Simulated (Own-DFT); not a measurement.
# Which defects push the lattice out? 4H SiC

The numbers are computed, not measured, by runs of the plane-wave DFT program Own-DFT (in-house, retired, unreviewed) at fixed positions, with no spin and no spin-orbit coupling.

Settings: PBE; PseudoDojo norm-conserving scalar-relativistic files; cutoff 42 hartree; 4 x 4 x 3 k mesh centred on Gamma; Fermi-Dirac smearing of 0.1 eV.

Known weak points (not all hold for every row): a neutral cation vacancy leaves holes that likely carry spin, which these runs leave out; not probed for a lower state with spin; forces on such cells failed a check on a denser k mesh; forces on such cells passed a denser k mesh, each cell not checked; stress not checked against mesh or cutoff.

All runs share one cell, with vectors in Å (9.248, 0.000, 0.000); (-4.624, 8.009, 0.000); (0.000, 0.000, 10.068) and a volume of 745.7 Å³. The atoms are randomly displaced, by u rms on each axis. The defect's site can differ from row to row.

```
cell,formula,u (Å),P (GPa)
no defect,C36Si36,0.0273,3.57
no defect,C36Si36,0.0289,3.75
no defect,C36Si36,0.0592,6.34
one Si vacancy,C36Si35,0.0283,3.17
one Si vacancy,C36Si35,0.0312,3.35
one Si vacancy,C36Si35,0.0320,3.18
two Al on a Si site each,Al2C36Si34,0.0298,5.80
two Al on a Si site each,Al2C36Si34,0.0299,5.72
two Al on a Si site each,Al2C36Si34,0.0559,8.06
one C vacancy,C35Si36,0.0275,3.22
one C vacancy,C35Si36,0.0311,3.59
one C vacancy,C35Si36,0.0505,4.75
one Al on a Si site and one N on a C site,AlC35NSi35,0.0497,5.33
one Al on a Si site and one N on a C site,AlC35NSi35,0.0503,5.13
one Al on a Si site and one N on a C site,AlC35NSi35,0.0515,5.64
one Al on a Si site and one N on a C site,AlC35NSi35,0.0521,?
```

## Working it out

P = P0 + c u² + a shift for each defect gives P0 = 2.92 GPa, c = 968 ± 47 GPa/Å² and a scatter of 0.15 GPa. The shifts, and each times the cell's volume:

- two Al on a Si site each: 2.02 ± 0.12 GPa, 9.4 eV (4.7 eV for each of its 2 sites)
- one Al on a Si site and one N on a C site: -0.02 ± 0.13 GPa, -0.1 eV (not resolved)
- one C vacancy: -0.44 ± 0.12 GPa, -2.1 eV
- one Si vacancy: -0.59 ± 0.13 GPa, -2.7 eV

Against the defect-free cell, a freed cell would be larger where the shift is positive and smaller where it is negative (160.2 GPa Å³ is 1 eV). The atoms around the defects weren't relaxed, which would change these numbers.

## Prediction

The question: what pressure belongs in the blank (one Al on a Si site and one N on a C site, u = 0.0521 Å)?

From the fit: 5.52 ± 0.17 GPa. The calculation gave 5.36 GPa.
